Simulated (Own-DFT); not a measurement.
# Computed records: Hf36O71 (tetragonal hafnia with one neutral oxygen vacancy, atoms displaced)

Computed with Own-DFT development build. A calculation, not a measurement: plane-wave PBE and HSE06 DFT by an unreviewed code, no spin, of a simulated cell at Gamma alone, so results move with cell size and shape, stress positive in tension, energies less offsets, not probed for a lower state with spin; hafnium file: forces about 75 meV/angstrom off all-electron values; oxygen file: force components 24 meV/angstrom off all-electron in a glass; k mesh not checked against a denser one; forces and stress are PBE's, HSE06 gives the energy alone, and its difference from PBE has offsets of its own; offsets are fitted by least squares, one for each functional and potential file, so energies compare only between cells with the same atoms and settings and are not formation energies; the far tail of each file's local potential was reset to the Coulomb form; each entry is a single point on an unrelaxed cell, so the pressure reflects the starting lattice, taken from the Materials Project, from which strain is counted, and rises with the displacements; printed positions are rounded, which can move forces by about a meV/angstrom; the program is a retired in-house code; no spin-orbit coupling.

Settings shared by all entries: first functional PBE; second functional HSE06; exact exchange share 0.25; screening 0.11 1/bohr; exchange divergence Gygi-Baldereschi; potential files PseudoDojo norm-conserving, scalar-relativistic, made for PBE, standard set; wave cutoff 48 hartree; occupations fixed; k mesh 1 x 1 x 1 centred on Gamma.

(1) 
```cif
# cell vector a (Å): 10.7800 0.0000 0.0000
# cell vector b (Å): 0.0000 10.7800 0.0000
# cell vector c (Å): 0.0000 0.0000 10.4493
data_Hf36O71
_symmetry_space_group_name_H-M 'P 1'
_symmetry_Int_Tables_number 1
_cell_length_a 10.7800
_cell_length_b 10.7800
_cell_length_c 10.4493
_cell_angle_alpha 90.000
_cell_angle_beta 90.000
_cell_angle_gamma 90.000
_cell_volume 1214.30
loop_
_atom_site_label
_atom_site_type_symbol
_atom_site_fract_x
_atom_site_fract_y
_atom_site_fract_z
_atom_site_occupancy
Hf1 Hf 0.99790 0.99726 0.99582 1
Hf2 Hf 0.17056 0.16406 0.25122 1
O1 O 0.99816 0.16936 0.15164 1
O2 O 0.17118 0.00028 0.34887 1
O3 O 0.00199 0.16333 0.40658 1
O4 O 0.16499 0.00147 0.10051 1
Hf3 Hf 0.00275 0.99494 0.49536 1
Hf4 Hf 0.16522 0.17023 0.74815 1
O5 O 0.99988 0.17031 0.64927 1
O6 O 0.16576 0.00085 0.85074 1
O7 O 0.99913 0.16739 0.90341 1
O8 O 0.15949 0.99787 0.59623 1
Hf5 Hf 0.99761 0.33237 0.99717 1
Hf6 Hf 0.16511 0.50067 0.25287 1
O9 O 0.00479 0.49766 0.15230 1
O10 O 0.16776 0.33381 0.35329 1
O11 O 0.99966 0.50462 0.39968 1
O12 O 0.16552 0.33703 0.09783 1
Hf7 Hf 0.99786 0.33239 0.50006 1
Hf8 Hf 0.17205 0.50023 0.75306 1
O13 O 0.00110 0.49672 0.65063 1
O14 O 0.16761 0.33304 0.84683 1
O15 O 0.00051 0.50441 0.89980 1
O16 O 0.16521 0.33294 0.59741 1
Hf9 Hf 0.99604 0.66750 0.99410 1
Hf10 Hf 0.16404 0.83258 0.24470 1
O17 O 0.00447 0.83011 0.15390 1
O18 O 0.16614 0.67271 0.35259 1
O19 O 0.00470 0.83412 0.40136 1
O20 O 0.16884 0.66716 0.09841 1
Hf11 Hf 0.00101 0.66554 0.49757 1
Hf12 Hf 0.16468 0.83361 0.75403 1
O21 O 0.00001 0.83334 0.65248 1
O22 O 0.16726 0.66769 0.84495 1
O23 O 0.00120 0.83357 0.90041 1
O24 O 0.16660 0.66311 0.59961 1
Hf13 Hf 0.33072 0.00635 0.99602 1
Hf14 Hf 0.50477 0.16553 0.24811 1
O25 O 0.33838 0.16821 0.15322 1
O26 O 0.50416 0.00228 0.34502 1
O27 O 0.33308 0.16652 0.40458 1
O28 O 0.50469 0.00019 0.09887 1
Hf15 Hf 0.33212 0.99753 0.49984 1
Hf16 Hf 0.50147 0.16716 0.75137 1
O29 O 0.33103 0.16928 0.65268 1
O30 O 0.50305 0.99950 0.85121 1
O31 O 0.50298 0.99942 0.59932 1
Hf17 Hf 0.33188 0.33033 0.00159 1
Hf18 Hf 0.49282 0.49673 0.24978 1
O32 O 0.33241 0.49737 0.14792 1
O33 O 0.50327 0.33288 0.35082 1
O34 O 0.33698 0.50424 0.40063 1
O35 O 0.49732 0.33227 0.09419 1
Hf19 Hf 0.33844 0.33163 0.49994 1
Hf20 Hf 0.49793 0.50128 0.75310 1
O36 O 0.32914 0.49937 0.65209 1
O37 O 0.50207 0.33164 0.84608 1
O38 O 0.33020 0.50333 0.90003 1
O39 O 0.50385 0.32976 0.59676 1
Hf21 Hf 0.33096 0.66774 0.99098 1
Hf22 Hf 0.49820 0.83400 0.25026 1
O40 O 0.33369 0.83672 0.15706 1
O41 O 0.50212 0.66371 0.34640 1
O42 O 0.33217 0.83137 0.40187 1
O43 O 0.50057 0.67250 0.10319 1
Hf23 Hf 0.33131 0.66543 0.50295 1
Hf24 Hf 0.50261 0.83588 0.75452 1
O44 O 0.32956 0.82951 0.64887 1
O45 O 0.50369 0.66058 0.84595 1
O46 O 0.33482 0.83109 0.90066 1
O47 O 0.50130 0.66613 0.59722 1
Hf25 Hf 0.66719 0.00350 0.99967 1
Hf26 Hf 0.83302 0.16067 0.24758 1
O48 O 0.66429 0.16944 0.15774 1
O49 O 0.83077 0.99893 0.35100 1
O50 O 0.66662 0.17057 0.39913 1
O51 O 0.83069 0.00168 0.09371 1
Hf27 Hf 0.66902 0.00303 0.49738 1
Hf28 Hf 0.83365 0.17166 0.75266 1
O52 O 0.66852 0.16241 0.65210 1
O53 O 0.82955 0.00067 0.84925 1
O54 O 0.66553 0.16400 0.89896 1
O55 O 0.83186 0.99976 0.59762 1
Hf29 Hf 0.66611 0.33096 0.00223 1
Hf30 Hf 0.83669 0.49845 0.24855 1
O56 O 0.67155 0.50646 0.15258 1
O57 O 0.83056 0.33155 0.34720 1
O58 O 0.66534 0.50355 0.40679 1
O59 O 0.83109 0.33091 0.09942 1
Hf31 Hf 0.67059 0.33147 0.50240 1
Hf32 Hf 0.82978 0.49897 0.75040 1
O60 O 0.66713 0.50107 0.65314 1
O61 O 0.83818 0.33674 0.84734 1
O62 O 0.66929 0.50294 0.90325 1
O63 O 0.83455 0.33620 0.60058 1
Hf33 Hf 0.67167 0.67027 0.00028 1
Hf34 Hf 0.83178 0.83705 0.25081 1
O64 O 0.66586 0.83335 0.15671 1
O65 O 0.83621 0.66839 0.34571 1
O66 O 0.66563 0.83728 0.40255 1
O67 O 0.83174 0.66553 0.09717 1
Hf35 Hf 0.66978 0.66264 0.50001 1
Hf36 Hf 0.83113 0.83673 0.74939 1
O68 O 0.66597 0.83163 0.65041 1
O69 O 0.83160 0.66750 0.84830 1
O70 O 0.66360 0.83494 0.90468 1
O71 O 0.83427 0.66553 0.60305 1
_calc_PBE_energy_of_cell_above_offsets '-100.755'  # eV
_calc_HSE06_less_PBE_above_offsets '-0.126'  # eV
_calc_PBE_pressure 0.54  # GPa
_calc_PBE_stress_xx 0.41  # GPa
_calc_PBE_stress_yy -1.06  # GPa
_calc_PBE_stress_zz -0.98  # GPa
_calc_PBE_stress_yz -0.55  # GPa
_calc_PBE_stress_xz -0.33  # GPa
_calc_PBE_stress_xy 0.02  # GPa
```

Force:
| element | x (eV/Å) | y (eV/Å) | z (eV/Å) |
| --- | --- | --- | --- |
| Hf | 0.53 | 0.755 | 0.645 |
| Hf | -0.568 | 0.522 | 0.285 |
| O | 0.416 | -0.208 | 0.287 |
| O | -0.146 | 0.014 | -0.266 |
| O | -0.18 | 0.283 | -0.829 |
| O | 0.117 | 0.329 | -0.713 |
| Hf | -0.742 | 0.513 | 0.984 |
| Hf | -0.302 | -0.056 | -0.646 |
| O | -0.536 | 0.069 | 0.891 |
| O | 0.585 | 0.394 | 0.058 |
| O | -0.165 | -0.438 | -0.321 |
| O | 1.546 | 0.215 | 0.453 |
| Hf | 0.381 | 0.642 | 0.808 |
| Hf | 0.559 | 0.278 | 0.004 |
| O | -0.973 | 0.101 | -0.26 |
| O | -0.028 | -0.054 | -0.862 |
| O | 0.013 | -1.047 | -0.087 |
| O | 0.218 | -0.602 | -0.323 |
| Hf | 0.926 | 0.279 | 0.232 |
| Hf | -1.568 | 0.019 | -1.171 |
| O | -0.146 | 0.059 | 0.403 |
| O | 0.348 | -0.404 | 0.541 |
| O | 0.033 | -0.722 | 0.411 |
| O | 0.541 | -0.174 | -0.038 |
| Hf | 0.459 | -0.464 | 1.066 |
| Hf | 1.551 | -0.215 | 1.068 |
| O | -1.923 | 0.478 | -0.949 |
| O | -0.091 | -1.137 | -0.553 |
| O | -0.432 | -0.161 | -0.313 |
| O | -0.359 | 0.084 | -0.593 |
| Hf | 0.038 | 0.177 | 0.885 |
| Hf | 0.245 | 0.01 | -1.553 |
| O | -0.217 | -0.023 | 0.334 |
| O | -0.005 | 0.171 | 0.674 |
| O | -0.106 | 0.13 | 0.031 |
| O | -0.412 | 0.046 | -0.037 |
| Hf | 0.489 | -0.51 | 0.886 |
| Hf | -0.817 | -0.039 | 1.24 |
| O | -0.933 | -0.141 | -0.797 |
| O | -0.388 | 0.149 | 0.42 |
| O | -0.017 | -0.138 | -0.16 |
| O | -0.947 | 0.336 | -0.581 |
| Hf | 0.023 | -0.602 | 0.092 |
| Hf | -0.041 | -0.361 | -0.842 |
| O | 0.449 | -0.259 | 0.836 |
| O | -0.864 | 0.661 | -0.108 |
| O | -0.806 | 0.041 | -0.051 |
| Hf | -0.543 | 0.318 | -0.119 |
| Hf | 1.041 | 1.427 | 0.113 |
| O | -0.168 | -0.136 | 0.383 |
| O | -0.457 | -0.042 | -0.511 |
| O | -0.191 | -1.109 | -0.055 |
| O | 0.773 | 0.175 | 0.156 |
| Hf | -0.845 | 0.381 | -0.019 |
| Hf | 0.46 | -0.098 | -1.142 |
| O | 1.371 | -0.256 | -0.115 |
| O | -0.508 | 0.129 | 0.374 |
| O | 0.198 | -1.124 | -0.18 |
| O | -0.335 | 0.011 | 0.344 |
| Hf | 0.747 | -0.076 | 2.259 |
| Hf | 0.062 | -1.132 | 0.323 |
| O | -0.429 | 0.279 | -0.765 |
| O | -0.03 | 0.379 | -0.015 |
| O | 0.521 | 0.541 | 0.387 |
| O | -0.419 | -0.285 | -1.46 |
| Hf | 0.563 | 0.831 | -0.266 |
| Hf | -0.249 | -0.809 | -1.38 |
| O | 0.471 | 0.581 | 0.913 |
| O | -0.313 | 1.377 | 0.421 |
| O | 0.024 | 1.184 | -0.118 |
| O | -0.274 | -0.255 | 0.135 |
| Hf | -0.869 | -0.961 | -0.032 |
| Hf | 0.439 | 1.206 | 0.718 |
| O | 1.151 | -0.014 | -1.484 |
| O | 0.243 | 0.299 | -0.642 |
| O | 0.197 | -0.624 | 0.377 |
| O | 0.779 | -0.027 | 0.833 |
| Hf | -0.436 | -0.457 | 0.348 |
| Hf | 0.359 | -0.881 | -0.963 |
| O | 0.195 | 0.586 | 0.182 |
| O | 0.5 | 0.204 | -0.077 |
| O | 0.296 | 1.151 | 0.411 |
| O | 0.668 | -0.17 | 0.012 |
| Hf | -0.187 | 1.166 | -0.154 |
| Hf | -0.469 | 0.313 | 0.248 |
| O | -0.932 | -0.83 | 0.253 |
| O | 0.445 | -0.013 | 0.019 |
| O | 0.541 | -1.424 | -0.256 |
| O | 0.246 | 0.061 | -0.531 |
| Hf | -0.367 | 0.756 | -0.708 |
| Hf | 0.873 | 1.138 | -0.7 |
| O | -0.49 | -0.256 | 0.264 |
| O | -0.292 | -0.729 | 0.637 |
| O | -0.038 | -1.162 | 0.163 |
| O | -0.464 | -0.297 | 0.074 |
| Hf | -1.425 | -0.794 | 0.805 |
| Hf | -0.408 | -1.213 | 0.212 |
| O | 0.906 | 0.189 | -0.463 |
| O | -0.094 | 0.169 | 0.058 |
| O | 0.342 | -0.688 | 0.162 |
| O | 1.274 | 0.348 | -0.074 |
| Hf | -0.685 | 1.176 | 0.113 |
| Hf | -0.048 | -0.496 | -1.023 |
| O | 0.103 | 0.164 | 0.884 |
| O | 0.166 | 0.526 | 0.222 |
| O | 0.054 | 0.273 | -0.341 |
| O | 0.19 | 0.026 | -0.686 |

(2) 
```cif
# cell vector a (Å): 10.7800 0.0000 0.0000
# cell vector b (Å): 0.0000 10.7800 0.0000
# cell vector c (Å): 0.0000 0.0000 10.4493
data_Hf36O71
_symmetry_space_group_name_H-M 'P 1'
_symmetry_Int_Tables_number 1
_cell_length_a 10.7800
_cell_length_b 10.7800
_cell_length_c 10.4493
_cell_angle_alpha 90.000
_cell_angle_beta 90.000
_cell_angle_gamma 90.000
_cell_volume 1214.30
loop_
_atom_site_label
_atom_site_type_symbol
_atom_site_fract_x
_atom_site_fract_y
_atom_site_fract_z
_atom_site_occupancy
Hf1 Hf 0.00288 0.00318 0.00477 1
Hf2 Hf 0.16430 0.16083 0.25077 1
O1 O 0.99915 0.16620 0.15375 1
O2 O 0.16413 0.00335 0.34789 1
O3 O 0.00465 0.16292 0.40087 1
O4 O 0.16265 0.99334 0.10013 1
Hf3 Hf 0.99944 0.00306 0.50229 1
Hf4 Hf 0.15965 0.16724 0.75362 1
O5 O 0.99916 0.16085 0.64994 1
O6 O 0.16686 0.00146 0.84649 1
O7 O 0.00621 0.16685 0.90418 1
O8 O 0.17055 0.00114 0.59487 1
Hf5 Hf 0.99596 0.33410 0.00541 1
Hf6 Hf 0.16418 0.49490 0.24512 1
O9 O 0.00049 0.50312 0.15505 1
O10 O 0.16512 0.33353 0.34630 1
O11 O 0.99606 0.49865 0.40304 1
O12 O 0.16905 0.33377 0.10212 1
Hf7 Hf 0.00032 0.33527 0.50082 1
Hf8 Hf 0.16934 0.50146 0.75380 1
O13 O 0.00295 0.49462 0.65049 1
O14 O 0.16653 0.33335 0.85145 1
O15 O 0.99585 0.49573 0.90366 1
O16 O 0.16466 0.33229 0.59766 1
Hf9 Hf 0.00396 0.66617 0.00250 1
Hf10 Hf 0.17026 0.83561 0.25104 1
O17 O 0.00467 0.83068 0.15115 1
O18 O 0.16214 0.66428 0.34692 1
O19 O 0.00027 0.83286 0.40633 1
O20 O 0.17035 0.66764 0.09930 1
Hf11 Hf 0.99915 0.66550 0.49709 1
Hf12 Hf 0.16999 0.83232 0.75153 1
O21 O 0.99989 0.83214 0.65003 1
O22 O 0.16449 0.66491 0.84851 1
O23 O 0.00139 0.83021 0.90527 1
O24 O 0.16513 0.67357 0.59591 1
Hf13 Hf 0.33730 0.00039 0.99931 1
Hf14 Hf 0.49883 0.16186 0.25034 1
O25 O 0.33160 0.16188 0.15065 1
O26 O 0.50275 0.99998 0.34848 1
O27 O 0.33158 0.16914 0.39978 1
O28 O 0.50026 0.99607 0.09681 1
Hf15 Hf 0.33490 0.99850 0.50317 1
Hf16 Hf 0.50341 0.16919 0.74464 1
O29 O 0.33597 0.17094 0.65016 1
O30 O 0.33290 0.16723 0.90505 1
O31 O 0.50080 0.99862 0.59797 1
Hf17 Hf 0.33401 0.33058 0.99964 1
Hf18 Hf 0.49897 0.49904 0.25355 1
O32 O 0.33144 0.49836 0.15722 1
O33 O 0.50028 0.33842 0.34701 1
O34 O 0.33326 0.50064 0.39897 1
O35 O 0.50120 0.33159 0.09411 1
Hf19 Hf 0.33483 0.33482 0.49741 1
Hf20 Hf 0.49882 0.50182 0.74790 1
O36 O 0.33121 0.50121 0.65001 1
O37 O 0.50036 0.33284 0.84836 1
O38 O 0.33105 0.49824 0.90432 1
O39 O 0.49731 0.33212 0.59437 1
Hf21 Hf 0.33541 0.66947 0.99918 1
Hf22 Hf 0.49878 0.83088 0.25212 1
O40 O 0.33743 0.83415 0.15370 1
O41 O 0.49730 0.66841 0.34598 1
O42 O 0.33101 0.83714 0.40336 1
O43 O 0.49752 0.66673 0.09903 1
Hf23 Hf 0.33104 0.66526 0.49770 1
Hf24 Hf 0.49968 0.83466 0.75056 1
O44 O 0.33396 0.83645 0.64944 1
O45 O 0.50458 0.66408 0.85174 1
O46 O 0.33211 0.83081 0.89705 1
O47 O 0.50646 0.66534 0.59663 1
Hf25 Hf 0.66519 0.99659 0.99998 1
Hf26 Hf 0.83188 0.16978 0.24671 1
O48 O 0.66666 0.16243 0.15433 1
O49 O 0.83561 0.99673 0.34575 1
O50 O 0.66736 0.16892 0.40077 1
O51 O 0.83576 0.99955 0.10012 1
Hf27 Hf 0.67056 0.00153 0.49920 1
Hf28 Hf 0.82625 0.17145 0.74951 1
O52 O 0.66545 0.16554 0.65175 1
O53 O 0.83234 0.99713 0.84381 1
O54 O 0.66663 0.16960 0.90146 1
O55 O 0.83302 0.99553 0.60192 1
Hf29 Hf 0.66805 0.33224 0.00312 1
Hf30 Hf 0.83520 0.49886 0.24750 1
O56 O 0.66381 0.50172 0.15294 1
O57 O 0.83269 0.33686 0.35278 1
O58 O 0.66695 0.49930 0.40512 1
O59 O 0.82861 0.33778 0.09426 1
Hf31 Hf 0.66976 0.33359 0.50200 1
Hf32 Hf 0.83442 0.50030 0.74849 1
O60 O 0.67081 0.50227 0.65221 1
O61 O 0.83836 0.32752 0.85205 1
O62 O 0.66700 0.50728 0.90299 1
O63 O 0.83357 0.33266 0.59490 1
Hf33 Hf 0.66430 0.66606 0.99491 1
Hf34 Hf 0.83771 0.83240 0.24627 1
O64 O 0.66589 0.83929 0.15330 1
O65 O 0.83195 0.67349 0.34504 1
O66 O 0.66891 0.83273 0.40700 1
O67 O 0.83283 0.66180 0.10100 1
Hf35 Hf 0.67028 0.66553 0.50262 1
Hf36 Hf 0.83392 0.83565 0.75228 1
O68 O 0.66338 0.83251 0.65455 1
O69 O 0.83582 0.66483 0.84992 1
O70 O 0.66688 0.83160 0.89996 1
O71 O 0.83573 0.66390 0.59583 1
_calc_PBE_energy_of_cell_above_offsets '-100.955'  # eV
_calc_HSE06_less_PBE_above_offsets '-0.150'  # eV
_calc_PBE_pressure 0.87  # GPa
_calc_PBE_stress_xx -1.04  # GPa
_calc_PBE_stress_yy -0.16  # GPa
_calc_PBE_stress_zz -1.42  # GPa
_calc_PBE_stress_yz 0.14  # GPa
_calc_PBE_stress_xz -0.39  # GPa
_calc_PBE_stress_xy -0.03  # GPa
```

Force:
| element | x (eV/Å) | y (eV/Å) | z (eV/Å) |
| --- | --- | --- | --- |
| Hf | -0.59 | -0.992 | -0.961 |
| Hf | 0.563 | 1.327 | 0.432 |
| O | -0.369 | 0.377 | -0.483 |
| O | 0.283 | -1.143 | 0.024 |
| O | -0.551 | 1.063 | 0.078 |
| O | 1.106 | 0.413 | -0.014 |
| Hf | 0.195 | -0.929 | 0.017 |
| Hf | 0.978 | 0.276 | -0.761 |
| O | -0.674 | 0.297 | 0.537 |
| O | 0.055 | -0.492 | 0.231 |
| O | -0.207 | 0.139 | 0.188 |
| O | -0.535 | -0.033 | 0.381 |
| Hf | 1.508 | -0.154 | -1.071 |
| Hf | 1.128 | 0.373 | 1.029 |
| O | -0.372 | -0.546 | -0.792 |
| O | -0.204 | -0.285 | 0.17 |
| O | -0.128 | 0.081 | -0.294 |
| O | -0.793 | 0.005 | -0.597 |
| Hf | 0.827 | -0.356 | -0.426 |
| Hf | -0.521 | -0.975 | -0.349 |
| O | -0.272 | 0.254 | 0.51 |
| O | 0.067 | 0.186 | -0.296 |
| O | 0.268 | 0.421 | 0.277 |
| O | 0.468 | -0.082 | -0.032 |
| Hf | -0.765 | 0.198 | -0.111 |
| Hf | -0.494 | -0.595 | 0.362 |
| O | -0.412 | -0.196 | 0.286 |
| O | 0.404 | 0.207 | -0.099 |
| O | 0.179 | 0.38 | -0.508 |
| O | 0.059 | -0.027 | -0.433 |
| Hf | 0.409 | 0.73 | 0.012 |
| Hf | -1.065 | 0.278 | -0.768 |
| O | 0.179 | 0.218 | 0.981 |
| O | 0.101 | 0.162 | 0.047 |
| O | 0.011 | 0.759 | -0.031 |
| O | 0.531 | -0.427 | 0.242 |
| Hf | -0.71 | 0.26 | -0.063 |
| Hf | -0.444 | 0.941 | 0.291 |
| O | 0.354 | -0.238 | 0.094 |
| O | -0.128 | -0.014 | -0.095 |
| O | 0.406 | -0.453 | 0.038 |
| O | -0.041 | 0.557 | -0.579 |
| Hf | -0.184 | 0.955 | -0.09 |
| Hf | -1.654 | -0.32 | 0.791 |
| O | -0.298 | -0.243 | 0.68 |
| O | 0.419 | -0.77 | -0.306 |
| O | 0.405 | 0.19 | 0.462 |
| Hf | -0.196 | 0.469 | 0.32 |
| Hf | -0.149 | 0.604 | -0.664 |
| O | 0.602 | -0.058 | -0.593 |
| O | -0.045 | -1.558 | 0.013 |
| O | -0.016 | 0.196 | 0.648 |
| O | -0.063 | -0.212 | 0.409 |
| Hf | -0.959 | -0.569 | -0.029 |
| Hf | 0.343 | -0.218 | 0.202 |
| O | 0.32 | 0.305 | 0.218 |
| O | 0.124 | 0.477 | -0.716 |
| O | 0.18 | 0.555 | -0.311 |
| O | 1.135 | 0.35 | 0.448 |
| Hf | -0.056 | -0.929 | 0.637 |
| Hf | 0.977 | 0.108 | -0.076 |
| O | -0.693 | 0.123 | -0.41 |
| O | -0.044 | -0.289 | 0.474 |
| O | -0.032 | -0.729 | -0.332 |
| O | 0.331 | 0.23 | -0.309 |
| Hf | 0.184 | 0.121 | -0.03 |
| Hf | 0.273 | 0.232 | -0.232 |
| O | 0.405 | -0.333 | 0.411 |
| O | -0.671 | 0.466 | -0.664 |
| O | 0.387 | 0.577 | 0.302 |
| O | -1.609 | -0.318 | 0.235 |
| Hf | 0.696 | -0.066 | 0.095 |
| Hf | 0.05 | -1.089 | 1.413 |
| O | -0.044 | 0.309 | -0.478 |
| O | -0.238 | 1.218 | 0.191 |
| O | 0.103 | -0.145 | 0.234 |
| O | -0.075 | 0.242 | -0.646 |
| Hf | -0.09 | -0.991 | -0.266 |
| Hf | 1.236 | -1.45 | 0.172 |
| O | 0.37 | 0.3 | -0.518 |
| O | -0.041 | 1.32 | 0.745 |
| O | -0.122 | -0.884 | 0.019 |
| O | -0.344 | 0.345 | -0.634 |
| Hf | -1.666 | 0.978 | -0.97 |
| Hf | -1.069 | 1.466 | 0.749 |
| O | 0.34 | -0.338 | 0.189 |
| O | 0.063 | -0.917 | -1.033 |
| O | 0.058 | 0.207 | -0.108 |
| O | 0.97 | -0.284 | 1.47 |
| Hf | -0.745 | 0.504 | -0.978 |
| Hf | 0.706 | 0.497 | 0.615 |
| O | -0.683 | -0.612 | 0.364 |
| O | -0.446 | 0.985 | -0.462 |
| O | 0.259 | -2.304 | -0.431 |
| O | -0.08 | -0.348 | 1.096 |
| Hf | 0.421 | 0.15 | 1.468 |
| Hf | -0.373 | 0.232 | 0.169 |
| O | 0.118 | -0.171 | -0.103 |
| O | 0.171 | -1.645 | 0.241 |
| O | -0.338 | 0.288 | -0.03 |
| O | 0.125 | 0.343 | -0.673 |
| Hf | 0.137 | 0.454 | -0.576 |
| Hf | 0.373 | -0.636 | -0.687 |
| O | 0.593 | -0.011 | 0.245 |
| O | -0.072 | 0.197 | -0.524 |
| O | -0.431 | 0.68 | 0.191 |
| O | -0.155 | -0.207 | 0.486 |
